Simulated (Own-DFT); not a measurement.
# Computed records: AlN (wurtzite, atoms displaced), Si3N4 (beta silicon nitride, strained, atoms displaced)

All values are calculated (Own-DFT development build). A calculation, not a measurement: plane-wave PBE density functional theory by an unreviewed code, no spin, of a simulated periodic cell, stress positive in tension, free energy of the whole cell less one offset for each atom, some atoms lie very close together; forces on such cells passed a denser k mesh, this cell's mesh not checked; offsets are fitted by least squares, one for each functional and potential file, so energies compare only between cells with the same atoms and settings and are not formation energies; the far tail of each file's local potential was reset to the Coulomb form; each entry is a single point on an unrelaxed cell, so the pressure reflects the starting lattice, mostly measured values (interpolated for alloys), from which strain is counted, and rises with the displacements; printed positions are rounded, which can move forces by about a meV/angstrom; the program, named Own-DFT, is a retired in-house code; no spin-orbit coupling; before rounding, a Quantum ESPRESSO 7.3.1 run of the same cell and cutoff gave forces within 1 meV/angstrom rms on each cell, which checks the program and not the settings.

Settings shared by all entries: functional PBE; potential files PseudoDojo norm-conserving, scalar-relativistic, standard set; wave cutoff 42 hartree; occupations Fermi-Dirac; smearing width 0.1 eV.

```json
{"entry": 1, "formula": "AlN", "kind": "wurtzite, atoms displaced", "structure": {"cell_angstrom": [[12.448, 0.0, 0.0], [-6.224, 10.7803, 0.0], [0.0, 0.0, 9.964]], "atoms_fractional": [["Al", 0.0748, 0.15397, 0.00682], ["Al", 0.18832, 0.08613, 0.23711], ["N", 0.08908, 0.1598, 0.17758], ["N", 0.15868, 0.07894, 0.44166], ["Al", 0.08298, 0.16551, 0.50451], ["Al", 0.16317, 0.07756, 0.74643], ["N", 0.07569, 0.15901, 0.69936], ["N", 0.15176, 0.06063, 0.92369], ["Al", 0.08979, 0.42112, 0.01348], ["Al", 0.16735, 0.32868, 0.24368], ["N", 0.0922, 0.41512, 0.20168], ["N", 0.17318, 0.33917, 0.4598], ["Al", 0.07096, 0.42013, 0.48571], ["Al", 0.18132, 0.33854, 0.74401], ["N", 0.05784, 0.41178, 0.69729], ["N", 0.18543, 0.35125, 0.93893], ["Al", 0.06749, 0.65931, 0.00028], ["Al", 0.16485, 0.57484, 0.25599], ["N", 0.08597, 0.66153, 0.1914], ["N", 0.17282, 0.59152, 0.42378], ["Al", 0.09328, 0.66914, 0.50192], ["Al", 0.15175, 0.57221, 0.75878], ["N", 0.09791, 0.6709, 0.71634], ["N", 0.17648, 0.58863, 0.94624], ["Al", 0.08052, 0.90651, 0.00476], ["Al", 0.15942, 0.82571, 0.27201], ["N", 0.08487, 0.91264, 0.21153], ["N", 0.17272, 0.84658, 0.44168], ["Al", 0.07784, 0.9192, 0.50356], ["Al", 0.15457, 0.81889, 0.76476], ["N", 0.09269, 0.93035, 0.70147], ["N", 0.16156, 0.83055, 0.91091], ["Al", 0.34958, 0.17603, 0.98856], ["Al", 0.41675, 0.07926, 0.24789], ["N", 0.33771, 0.16872, 0.18521], ["N", 0.42372, 0.07896, 0.43904], ["Al", 0.33382, 0.15712, 0.50468], ["Al", 0.41429, 0.09413, 0.74159], ["N", 0.34905, 0.17123, 0.69688], ["N", 0.40521, 0.09915, 0.93077], ["Al", 0.33418, 0.41516, 0.98982], ["Al", 0.42217, 0.34118, 0.25219], ["N", 0.32811, 0.4148, 0.17676], ["N", 0.41547, 0.34078, 0.44687], ["Al", 0.32083, 0.41191, 0.50272], ["Al", 0.43202, 0.33366, 0.74609], ["N", 0.36034, 0.43653, 0.68829], ["N", 0.4206, 0.3565, 0.93357], ["Al", 0.32964, 0.67922, 0.00168], ["Al", 0.42949, 0.58951, 0.23372], ["N", 0.3263, 0.66237, 0.19421], ["N", 0.42034, 0.60097, 0.47018], ["Al", 0.3239, 0.65271, 0.49171], ["Al", 0.43291, 0.59816, 0.74835], ["N", 0.31631, 0.64917, 0.69897], ["N", 0.39292, 0.59305, 0.94623], ["Al", 0.32226, 0.91253, 0.00502], ["Al", 0.41637, 0.81736, 0.24641], ["N", 0.34006, 0.91721, 0.19302], ["N", 0.40849, 0.82815, 0.4487], ["Al", 0.34225, 0.91195, 0.48419], ["Al", 0.43306, 0.83692, 0.72592], ["N", 0.34784, 0.93404, 0.67195], ["N", 0.41117, 0.83311, 0.93552], ["Al", 0.5817, 0.16637, 0.98106], ["Al", 0.65846, 0.0766, 0.23409], ["N", 0.58717, 0.1742, 0.17933], ["N", 0.66681, 0.06945, 0.45448], ["Al", 0.58121, 0.16205, 0.50597], ["Al", 0.66155, 0.06254, 0.74681], ["N", 0.58356, 0.15975, 0.71509], ["N", 0.66896, 0.09553, 0.9459], ["Al", 0.58026, 0.40467, 0.99659], ["Al", 0.67455, 0.321, 0.24588], ["N", 0.58799, 0.41965, 0.19889], ["N", 0.65049, 0.31674, 0.44386], ["Al", 0.58657, 0.41168, 0.51409], ["Al", 0.67648, 0.33246, 0.73878], ["N", 0.58229, 0.42789, 0.68386], ["N", 0.66706, 0.34609, 0.93993], ["Al", 0.58622, 0.67115, 0.99688], ["Al", 0.67535, 0.58554, 0.24657], ["N", 0.57454, 0.66201, 0.18655], ["N", 0.66705, 0.58859, 0.44276], ["Al", 0.58144, 0.66372, 0.48689], ["Al", 0.66451, 0.5808, 0.76157], ["N", 0.59254, 0.67437, 0.68512], ["N", 0.66212, 0.57507, 0.94747], ["Al", 0.59331, 0.91458, 0.01175], ["Al", 0.66033, 0.81905, 0.26486], ["N", 0.58526, 0.90207, 0.17914], ["N", 0.66872, 0.83203, 0.4481], ["Al", 0.60397, 0.91472, 0.49805], ["Al", 0.6554, 0.8222, 0.73137], ["N", 0.57015, 0.90181, 0.68553], ["N", 0.6707, 0.85645, 0.933], ["Al", 0.82276, 0.1611, 0.98937], ["Al", 0.90589, 0.06837, 0.2519], ["N", 0.83905, 0.17439, 0.19614], ["N", 0.90598, 0.08223, 0.45931], ["Al", 0.84255, 0.17052, 0.50865], ["Al", 0.91689, 0.08665, 0.75064], ["N", 0.84074, 0.16334, 0.68402], ["N", 0.91996, 0.08943, 0.95618], ["Al", 0.83306, 0.42779, 0.01757], ["Al", 0.91407, 0.31922, 0.23528], ["N", 0.83797, 0.42154, 0.19021], ["N", 0.91173, 0.33024, 0.44466], ["Al", 0.83003, 0.41924, 0.51104], ["Al", 0.91504, 0.33579, 0.74833], ["N", 0.81886, 0.41316, 0.68726], ["N", 0.92262, 0.33805, 0.94236], ["Al", 0.82956, 0.66064, 0.00793], ["Al", 0.92911, 0.58328, 0.25587], ["N", 0.82675, 0.66908, 0.19454], ["N", 0.91012, 0.58042, 0.44263], ["Al", 0.82812, 0.66238, 0.50246], ["Al", 0.90623, 0.57962, 0.7606], ["N", 0.83014, 0.66323, 0.68659], ["N", 0.91699, 0.58378, 0.93549], ["Al", 0.83316, 0.91391, 0.00215], ["Al", 0.92418, 0.83155, 0.26076], ["N", 0.82929, 0.90523, 0.17794], ["N", 0.92819, 0.84273, 0.42742], ["Al", 0.81538, 0.90185, 0.50842], ["Al", 0.89924, 0.82681, 0.75728], ["N", 0.82567, 0.91478, 0.69622], ["N", 0.89203, 0.81623, 0.93896]]}, "settings": {"k_mesh": "2 x 2 x 2 centred on Gamma"}, "results": {"free_energy_of_cell_above_offsets [eV]": "-20.359", "pressure [GPa]": 12.89, "stress_xx [GPa]": -15.59, "stress_yy [GPa]": -10.91, "stress_zz [GPa]": -12.16, "stress_yz [GPa]": -2.26, "stress_xz [GPa]": 2.11, "stress_xy [GPa]": -0.08, "force_element": ["Al", "Al", "N", "N", "Al", "Al", "N", "N", "Al", "Al", "N", "N", "Al", "Al", "N", "N", "Al", "Al", "N", "N", "Al", "Al", "N", "N", "Al", "Al", "N", "N", "Al", "Al", "N", "N", "Al", "Al", "N", "N", "Al", "Al", "N", "N", "Al", "Al", "N", "N", "Al", "Al", "N", "N", "Al", "Al", "N", "N", "Al", "Al", "N", "N", "Al", "Al", "N", "N", "Al", "Al", "N", "N", "Al", "Al", "N", "N", "Al", "Al", "N", "N", "Al", "Al", "N", "N", "Al", "Al", "N", "N", "Al", "Al", "N", "N", "Al", "Al", "N", "N", "Al", "Al", "N", "N", "Al", "Al", "N", "N", "Al", "Al", "N", "N", "Al", "Al", "N", "N", "Al", "Al", "N", "N", "Al", "Al", "N", "N", "Al", "Al", "N", "N", "Al", "Al", "N", "N", "Al", "Al", "N", "N", "Al", "Al", "N", "N"], "force_x [eV/angstrom]": [2.569, -4.99, -0.595, 1.805, -0.69, 0.249, 1.938, -0.097, 0.916, 1.564, -2.382, -5.54, 2.571, -1.161, 6.556, -4.384, 4.881, 0.453, -0.752, -2.39, -1.202, 3.681, -4.426, -4.773, -0.648, 1.566, 1.047, -0.013, 1.898, 0.655, -1.183, -0.19, -9.74, 0.429, 2.987, -1.481, -0.825, 6.027, -7.156, 9.772, -1.744, -0.363, 1.688, 0.896, 5.912, -3.801, -1.496, 5.211, -0.28, -6.709, 1.251, 4.203, -2.838, -3.375, 1.105, 7.689, 1.168, -1.195, -0.952, 5.563, -3.78, -13.34, -0.04, 0.607, -2.564, 1.105, 0.179, -0.911, 1.451, -0.347, 0.767, 0.343, -3.718, -2.695, 0.862, 2.032, -2.215, -5.979, 3.55, 4.234, -1.813, -2.81, 5.802, 1.045, -0.001, -0.262, 1.144, -0.267, -5.473, 1.004, -0.748, 0.639, -7.058, 0.733, 10.34, 4.26, 3.213, 0.79, -0.814, 3.842, -3.154, 0.761, -3.171, -1.949, 0.79, -0.012, 0.935, -1.644, 0.321, -3.875, 5.459, -1.48, -1.061, -2.597, 4.365, 1.665, 0.359, 1.414, -0.074, -2.355, -1.311, -2.019, -0.366, -3.192, 5.681, 2.187, -0.017, 2.35], "force_y [eV/angstrom]": [1.911, -1.664, 0.132, 1.772, -0.29, 4.287, 2.278, 2.607, 0.147, -0.921, -1.142, -2.713, 0.121, 0.43, 3.096, -3.981, 1.722, 1.247, 0.938, -1.931, 1.083, -0.321, -3.304, -1.922, 0.307, 0.42, 0.307, -2.356, 0.442, 4.742, -7.533, 0.917, 4.471, 1.465, 1.812, 0.892, 1.156, -6.047, 3.17, -6.212, 4.507, -0.467, 0.663, -1.492, 4.097, 1.097, -3.254, -4.359, 0.481, -4.281, -0.887, -4.175, 4.106, -1.553, 1.954, -1.607, 0.458, 2.665, -1.25, -2.591, 2.692, -5.999, -1.939, 3.105, 1.447, 0.313, -3.724, 3.444, -2.213, 2.525, 1.229, -3.955, 3.136, 3.384, -0.999, 2.624, 0.657, -2.951, -0.726, -2.506, 0.15, -2.122, 2.726, -1.11, -0.92, 0.915, -3.694, 1.149, 1.403, 1.605, 0.902, -3.468, 0.297, 4.535, 5.218, -4.15, 2.98, 1.314, -7.939, -2.399, 0.132, -1.332, 0.508, -1.931, -2.179, 7.033, -0.695, 0.457, -1.407, -3.502, 3.514, -0.136, 0.036, -0.314, 0.658, 0.573, 1.337, 0.495, 0.297, -0.735, 0.935, -0.055, 0.073, -2.14, 3.884, 1.006, -0.058, 0.966], "force_z [eV/angstrom]": [-3.988, 2.33, 4.991, -0.526, 0.329, 0.776, -1.295, 4.277, -2.562, 0.682, -0.316, -2.875, 2.341, 1.072, -3.709, -1.257, -0.435, -4.428, -0.075, 4.429, 1.479, 1.12, -4.85, 0.804, -0.923, -4.195, -3.607, 3.044, 1.592, -16.77, -3.396, 20.73, 3.854, 0.102, -0.936, -1.163, -0.874, 2.383, -3.216, -1.891, 1.963, 0.386, 2.517, -0.695, 1.855, 0.345, 0.444, -0.96, 0.727, 1.607, -0.318, -4.325, 3.491, 0.78, -2.113, -1.406, -2.178, 1.455, -0.004, -2.855, 3.172, 4.089, 1.548, 0.209, 0.433, 1.574, -0.678, -1.937, 0.951, 0.467, -2.182, -1.439, 2.692, 1.94, -1.233, -0.226, -4.792, 3.576, 2.737, -1.624, -0.692, 1.399, -0.297, -1.121, 2.64, -1.312, -0.296, -0.07, -3.992, -3.266, 5.95, -2.713, 1.366, 4.084, -3.149, -2.126, 1.724, 0.142, -2.276, -3.195, -1.74, 1.468, 3.468, -2.315, -4.498, 2.975, 2.619, -1.578, -3.191, 2.494, 0.431, 0.971, -0.316, 0.386, -0.646, 0.443, -0.89, -3.116, 1.303, 2.582, -1.991, -4.683, 4.493, 5.987, 0.469, -1.091, -0.732, 0.853]}}
{"entry": 2, "formula": "Si3N4", "kind": "beta silicon nitride, strained, atoms displaced", "structure": {"cell_angstrom": [[7.6413, -0.0852, 0.0683], [-3.8944, 6.5682, -0.1651], [0.0783, -0.1735, 8.6869]], "atoms_fractional": [["Si", 0.17264, 0.77, 0.08143], ["Si", 0.23871, 0.39953, 0.08486], ["Si", 0.61833, 0.84396, 0.0896], ["Si", 0.82923, 0.23063, 0.24814], ["Si", 0.76118, 0.58485, 0.24286], ["Si", 0.39934, 0.16999, 0.24949], ["N", 0.33095, 0.03655, 0.08282], ["N", 0.96963, 0.29485, 0.09046], ["N", 0.70469, 0.66412, 0.09053], ["N", 0.67909, 0.97576, 0.24614], ["N", 0.02382, 0.6845, 0.24916], ["N", 0.29847, 0.33455, 0.2551], ["N", 0.33717, 0.67611, 0.08477], ["N", 0.67933, 0.33552, 0.2507], ["Si", 0.16291, 0.76715, 0.41954], ["Si", 0.21585, 0.40354, 0.4125], ["Si", 0.60928, 0.84519, 0.42983], ["Si", 0.81565, 0.22311, 0.57183], ["Si", 0.77321, 0.60694, 0.59199], ["Si", 0.39882, 0.16873, 0.59308], ["N", 0.33435, 0.02464, 0.41426], ["N", 0.97615, 0.30299, 0.4169], ["N", 0.71258, 0.67139, 0.42073], ["N", 0.66487, 0.97371, 0.57149], ["N", 0.0396, 0.69909, 0.5903], ["N", 0.30515, 0.33934, 0.57732], ["N", 0.31983, 0.66049, 0.42656], ["N", 0.67822, 0.33766, 0.58991], ["Si", 0.16705, 0.77301, 0.75317], ["Si", 0.21716, 0.38471, 0.74154], ["Si", 0.60143, 0.82878, 0.75119], ["Si", 0.8304, 0.22537, 0.91899], ["Si", 0.7733, 0.59893, 0.9135], ["Si", 0.40626, 0.17852, 0.91426], ["N", 0.33876, 0.0303, 0.74193], ["N", 0.96569, 0.29078, 0.75186], ["N", 0.7061, 0.68014, 0.76055], ["N", 0.6743, 0.97718, 0.91264], ["N", 0.03369, 0.70696, 0.91867], ["N", 0.29166, 0.30262, 0.91991], ["N", 0.32613, 0.67248, 0.75672], ["N", 0.67669, 0.34539, 0.91425]]}, "settings": {"k_mesh": "3 x 3 x 3 centred on Gamma"}, "results": {"free_energy_of_cell_above_offsets [eV]": "-0.679", "pressure [GPa]": 12.28, "stress_xx [GPa]": -5.59, "stress_yy [GPa]": -13.5, "stress_zz [GPa]": -17.75, "stress_yz [GPa]": -8.34, "stress_xz [GPa]": 2.98, "stress_xy [GPa]": -2.4, "force_element": ["Si", "Si", "Si", "Si", "Si", "Si", "N", "N", "N", "N", "N", "N", "N", "N", "Si", "Si", "Si", "Si", "Si", "Si", "N", "N", "N", "N", "N", "N", "N", "N", "Si", "Si", "Si", "Si", "Si", "Si", "N", "N", "N", "N", "N", "N", "N", "N"], "force_x [eV/angstrom]": [1.747, -1.736, -1.919, -0.805, 1.739, 1.104, 0.091, 1.68, -2.59, 0.106, 0.119, 1.924, 1.899, -2.496, 2.422, 4.684, -0.79, 0.969, 1.686, 1.059, -0.711, -4.545, -1.975, 0.275, -3.64, 1.201, 1.642, -2.725, 3.556, 0.274, -3.555, -1.446, 0.394, 4.45, -0.464, -0.634, -0.308, 0.304, -1.222, -4.559, 2.511, 0.284], "force_y [eV/angstrom]": [-0.334, 2.303, -4.959, 1.729, 0.496, 1.774, -1.066, 0.637, 2.18, 0.455, 1.179, -1.351, -1.096, -2.312, -1.022, 2.939, -10.3, 3.983, -2.184, 3.176, 1.422, -2.787, 1.677, 3.477, -0.632, -1.757, 2.361, 0.16, -0.638, 3.572, -1.331, 3.659, -0.368, -1.657, -0.607, -0.816, 0.433, -1.903, -0.057, 3.342, -1.301, -2.475], "force_z [eV/angstrom]": [1.831, 0.178, -3.996, 1.266, 3.268, 1.802, -1.468, -2.421, -2.877, 5.055, -0.508, -1.434, -0.121, 0.048, -1.2, 1.725, -11.68, 2.724, -2.045, -4.738, 0.454, -0.137, 0.28, 10.74, -1.086, -0.2, -0.586, -0.196, 0.543, 2.581, -0.759, 0.15, 2.187, 0.736, 3.186, -1.541, -1.468, 2.197, -0.7, -1.761, -0.215, 0.181]}}
{"entry": 3, "formula": "Si3N4", "kind": "beta silicon nitride, strained, atoms displaced", "structure": {"cell_angstrom": [[7.4569, 0.1193, 0.0373], [-3.6252, 6.5835, -0.0696], [0.0428, -0.0675, 8.561]], "atoms_fractional": [["Si", 0.1656, 0.7632, 0.0855], ["Si", 0.23185, 0.41379, 0.08799], ["Si", 0.60469, 0.84114, 0.08908], ["Si", 0.82295, 0.22103, 0.24817], ["Si", 0.75904, 0.60129, 0.23916], ["Si", 0.39603, 0.16333, 0.25054], ["N", 0.32966, 0.02013, 0.08205], ["N", 0.97691, 0.30552, 0.08539], ["N", 0.70018, 0.66703, 0.08893], ["N", 0.66028, 0.97561, 0.253], ["N", 0.0309, 0.69863, 0.24462], ["N", 0.28605, 0.34351, 0.24966], ["N", 0.34742, 0.68103, 0.07397], ["N", 0.65752, 0.33056, 0.24414], ["Si", 0.18475, 0.78339, 0.4099], ["Si", 0.20765, 0.37818, 0.41643], ["Si", 0.59939, 0.82199, 0.41794], ["Si", 0.83582, 0.22589, 0.57879], ["Si", 0.78218, 0.61542, 0.57686], ["Si", 0.39343, 0.16061, 0.57462], ["N", 0.33325, 0.05505, 0.42354], ["N", 0.97824, 0.29255, 0.40437], ["N", 0.70381, 0.6657, 0.40787], ["N", 0.67915, 0.97162, 0.58664], ["N", 0.03897, 0.69788, 0.58996], ["N", 0.30578, 0.34591, 0.58675], ["N", 0.32667, 0.66433, 0.4102], ["N", 0.68226, 0.33486, 0.58855], ["Si", 0.1812, 0.76816, 0.74365], ["Si", 0.23703, 0.40755, 0.73944], ["Si", 0.60284, 0.831, 0.75144], ["Si", 0.82447, 0.237, 0.92179], ["Si", 0.76791, 0.59574, 0.91931], ["Si", 0.39697, 0.15623, 0.92421], ["N", 0.3235, 0.02008, 0.74465], ["N", 0.97451, 0.30405, 0.74785], ["N", 0.6813, 0.64482, 0.7508], ["N", 0.67975, 0.9747, 0.92502], ["N", 0.03243, 0.70415, 0.92201], ["N", 0.30779, 0.32942, 0.91649], ["N", 0.33418, 0.65894, 0.75437], ["N", 0.67139, 0.33264, 0.90869]]}, "settings": {"k_mesh": "3 x 3 x 3 centred on Gamma"}, "results": {"free_energy_of_cell_above_offsets [eV]": "1.399", "pressure [GPa]": 18.84, "stress_xx [GPa]": -17.26, "stress_yy [GPa]": -6.75, "stress_zz [GPa]": -32.5, "stress_yz [GPa]": -4.07, "stress_xz [GPa]": -0.44, "stress_xy [GPa]": 4.4, "force_element": ["Si", "Si", "Si", "Si", "Si", "Si", "N", "N", "N", "N", "N", "N", "N", "N", "Si", "Si", "Si", "Si", "Si", "Si", "N", "N", "N", "N", "N", "N", "N", "N", "Si", "Si", "Si", "Si", "Si", "Si", "N", "N", "N", "N", "N", "N", "N", "N"], "force_x [eV/angstrom]": [3.022, 0.696, -1.323, -1.628, 6.004, 0.116, -0.581, -1.481, -3.849, 0.755, -2.123, 6.017, -0.57, 0.462, -0.731, 4.866, -3.209, -1.463, 1.601, 2.896, -1.048, -6.565, -1.316, 0.391, -2.073, 3.754, 2.266, -2.878, 0.479, -2.307, -1.301, 2.975, 1.366, 0.774, 0.267, 0.838, -0.45, 0.297, -1.363, -1.05, 0.822, -3.352], "force_y [eV/angstrom]": [0.666, 1.969, -3.0, 2.979, -5.009, 4.421, -0.446, -0.857, 2.979, -0.854, -0.068, -3.586, -1.471, 0.195, -1.714, 6.759, -0.533, 1.564, -4.985, 9.027, -8.853, -3.588, 1.664, -1.094, 0.527, -3.471, 0.75, 0.115, -0.752, 0.576, -1.942, -0.298, -1.99, 3.661, 1.372, -0.506, 2.589, 0.653, -0.408, 0.144, 2.758, 0.057], "force_z [eV/angstrom]": [-1.857, -4.141, -1.678, -0.884, 4.034, -2.197, 2.495, -0.094, -4.966, 1.86, 2.877, -0.164, 0.843, 0.14, 1.316, 2.106, -0.01, 1.068, 2.025, 11.84, -9.499, 2.1, 2.033, -1.028, -4.585, -6.031, 0.578, -1.521, 3.818, 7.567, 1.427, -1.652, -1.379, -3.569, 0.326, 0.499, -0.63, -1.608, -2.406, 0.311, -0.487, 1.125]}}
```
